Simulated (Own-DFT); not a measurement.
# Strain and stress in wurtzite GaN, 72 atoms (Ga36N36)

These are calculations, not measurements. They come from Own-DFT, an in-house plane-wave density functional program, since retired, whose code no person has reviewed. Each row is one single-point run on a periodic cell that was not relaxed, without spin or spin-orbit coupling.

Settings of every run: PBE; PseudoDojo norm-conserving scalar-relativistic files (stringent for Ga); cutoff 96 hartree; 4 x 4 x 3 k mesh centred on Gamma; Gaussian smearing of 0.01 eV.

Known limits: forces not confirmed at this smearing and k mesh; stress not checked against mesh or cutoff.

Unstrained cell vectors in Å: (9.567, 0.000, 0.000); (-4.784, 8.285, 0.000); (0.000, 0.000, 10.370). The unstrained cell has measured lattice constants (interpolated for alloys), not those of this functional. That, the random moves and any unrelaxed bonds set the pressure at no strain. Each run strains this cell uniformly, with the atoms carried along. Every atom was also moved at random, by a Gaussian of width 0.05 Å on each axis. Strain is the symmetric tensor, in per cent. Stress is positive in tension, and the pressure is minus a third of its trace.

| run | e_xx (%) | e_yy (%) | e_zz (%) | s_xx (GPa) | s_yy (GPa) | s_zz (GPa) | P (GPa) | E (meV/atom) |
|---|---|---|---|---|---|---|---|---|
| 1 | 0.00 | 0.00 | -1.75 | -8.80 | -7.33 | -17.07 | 11.06 | 38.9 |
| 2 | 0.00 | 0.00 | -1.50 | -8.17 | -6.70 | -15.56 | 10.14 | 17.6 |
| 3 | 0.00 | 0.00 | 1.00 | -4.95 | -6.25 | -3.85 | 5.02 | 9.5 |
| 4 | 0.00 | 0.00 | 3.00 | -5.37 | -3.00 | 4.28 | 1.36 | 3.3 |
| 5 | 0.00 | 0.00 | 2.00 | -5.15 | -5.98 | 0.95 | 3.39 | 10.2 |
| 6 | 0.00 | 0.00 | 0.50 | -6.70 | -5.43 | -5.18 | 5.77 | 0.0 |
| 7 | 0.00 | 0.00 | -1.00 | -8.22 | -6.96 | -11.80 | 9.00 | 19.6 |
| 8 | 0.00 | 0.00 | 1.25 | -4.60 | -5.51 | -3.02 | 4.38 | 1.3 |
| 9 | 0.00 | 0.00 | 2.50 | ? | ? | ? | ? | ? |

E is the free energy for each atom above the lowest run shown.

## Worked fit

The change of volume is close to e_xx + e_yy + e_zz. A straight line through the runs shown gives P = 7.14 - 200 x (fractional change of volume) GPa, with an error of 7 on the slope and a scatter of 0.30 GPa. The strain isn't the same on all axes and the cell isn't cubic, so the slope belongs to this path and is not the bulk modulus.

## Withheld run

Question: what pressure should run 9 give? Its volume changes by 2.50 %.

The line gives 2.1 GPa. The calculation gave 2.06 GPa.
